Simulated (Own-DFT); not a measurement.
# Misfit strain and the stress it brings: grey tin, 32 atoms (Sn32)

No measurement is shown. These are fixed-geometry runs of a retired plane-wave code named Own-DFT, which no person has reviewed; spin and spin-orbit coupling are neglected.

Settings: PBE; PseudoDojo norm-conserving scalar-relativistic files; cutoff 42 hartree; 3 x 3 x 5 k mesh centred on Gamma; cold (Marzari-Vanderbilt) smearing of 0.2 eV.

Limits: forces on such cells failed a check on a denser k mesh; stress not checked against mesh or cutoff.

Unstrained cell vectors in Å: (12.978, 0.000, 0.000); (0.000, 12.978, 0.000); (0.000, 0.000, 6.489). The unstrained cell has measured lattice constants (interpolated for alloys), not those of this functional. That, the random moves and any unrelaxed bonds set the pressure at no strain. Each run strains x and y alike by e, as a substrate would, and holds the height along z. Random moves of width 0.05 Å per axis were added to every atom. Stress is positive in tension.

| e (%) | u (Å) | (s_xx + s_yy)/2 (GPa) | s_zz (GPa) |
|---|---|---|---|
| -3.00 | 0.052 | -7.76 | -6.68 |
| -3.00 | 0.051 | -7.55 | -6.62 |
| -2.25 | 0.044 | -6.45 | -5.68 |
| -2.25 | 0.052 | -6.48 | -5.87 |
| -1.75 | 0.043 | -5.71 | -5.10 |
| -1.75 | 0.047 | -5.67 | -5.20 |
| -0.75 | 0.051 | ? | ? |
| -0.25 | 0.053 | -3.92 | -3.83 |
| -0.25 | 0.050 | -3.85 | -3.79 |
| 0.50 | 0.053 | -3.08 | -3.28 |
| 0.50 | 0.058 | -3.04 | -3.26 |
| 1.50 | 0.041 | -1.93 | -2.29 |
| 1.50 | 0.056 | -2.12 | -2.49 |
| 2.00 | 0.049 | -1.52 | -2.07 |
| 2.00 | 0.051 | -1.54 | -2.05 |

## Worked fit

With e as a fraction, the in-plane stress is -3.6 + 114 e - 684 e² GPa (errors 2 and 94, scatter 0.08), and s_zz is -3.6 + 86 e - 500 e² GPa (slope ± 2, scatter 0.09). At e = 0 the first slope is C11 + C12 and the second 2 C12, both with the ions held to the strained lattice and at the cell's own pressure. The term in e² is negative: the layer stiffens under compression and softens under tension. A free layer would change its height as e changes, and the in-plane slope would drop by 2 C12²/C11 to the biaxial modulus. At fixed height, a misfit of 1 % moves the in-plane stress by about 1.1 GPa and s_zz by 0.9 GPa.

## The run left out

The question: what are the two stresses at e = -0.75 %?

The fitted form gives -4.5 and -4.3 GPa. The hidden result is -4.57 and -4.35 GPa.
